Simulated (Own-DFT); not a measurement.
# Point defects and the pressure they add: 2H SiC

The numbers are computed, not measured, by runs of the plane-wave DFT program Own-DFT (in-house, retired, unreviewed) at fixed positions, with no spin and no spin-orbit coupling.

Common settings: PBE; PseudoDojo norm-conserving scalar-relativistic files; cutoff 42 hartree; 4 x 4 x 3 k mesh centred on Gamma; Fermi-Dirac smearing of 0.1 eV.

Known weak points (not all hold for every row): a neutral cation vacancy leaves holes that likely carry spin, which these runs leave out; some atoms lie very close together; not probed for a lower state with spin; forces on such cells moved up to 12 meV/angstrom on a denser k mesh; forces on such cells passed a denser k mesh, each cell not checked; stress not checked against mesh or cutoff.

All runs share one cell, with vectors in Å (9.248, 0.000, 0.000); (-4.624, 8.009, 0.000); (0.000, 0.000, 10.068) and a volume of 745.7 Å³. u is the rms random offset of the atoms per axis. The defect's site can differ from row to row.

| cell | formula | u (Å) | P (GPa) |
|---|---|---|---|
| no defect | C36Si36 | 0.0279 | 3.70 |
| no defect | C36Si36 | 0.0303 | 3.75 |
| no defect | C36Si36 | 0.0580 | 6.11 |
| one Si vacancy | C36Si35 | 0.0460 | 4.43 |
| one Si vacancy | C36Si35 | 0.0495 | 4.86 |
| one Si vacancy | C36Si35 | 0.0525 | 4.78 |
| one Al on a Si site and one N on a C site | AlC35NSi35 | 0.0282 | ? |
| one Al on a Si site and one N on a C site | AlC35NSi35 | 0.0289 | 4.03 |
| one Al on a Si site and one N on a C site | AlC35NSi35 | 0.0460 | 4.95 |
| one Al on a Si site and one N on a C site | AlC35NSi35 | 0.0474 | 5.27 |
| two N on a C site each | C34N2Si36 | 0.0296 | 2.80 |
| two N on a C site each | C34N2Si36 | 0.0487 | 4.17 |
| two N on a C site each | C34N2Si36 | 0.0517 | 4.48 |
| one Si on a C site | C35Si37 | 0.0291 | 10.23 |
| one Si on a C site | C35Si37 | 0.0305 | 10.39 |
| one Si on a C site | C35Si37 | 0.0522 | 11.64 |

## Working it out

P = P0 + c u² + a shift for each defect gives P0 = 3.06 GPa, c = 867 ± 44 GPa/Å² and a scatter of 0.14 GPa. The shifts, and each times the cell's volume:

- one Si on a C site: 6.40 ± 0.11 GPa, 29.8 eV
- one Al on a Si site and one N on a C site: 0.19 ± 0.11 GPa, 0.9 eV (not resolved)
- one Si vacancy: -0.48 ± 0.12 GPa, -2.2 eV
- two N on a C site each: -0.95 ± 0.11 GPa, -4.4 eV (-2.2 eV for each of its 2 sites)

Against the defect-free cell, a freed cell would be larger where the shift is positive and smaller where it is negative (160.2 GPa Å³ is 1 eV). The atoms around the defects weren't relaxed, which would change these numbers.

## The run left out

Asked: what pressure belongs in the blank (one Al on a Si site and one N on a C site, u = 0.0282 Å)?

The fit gives 3.94 ± 0.16 GPa. Computed: 3.92 GPa.
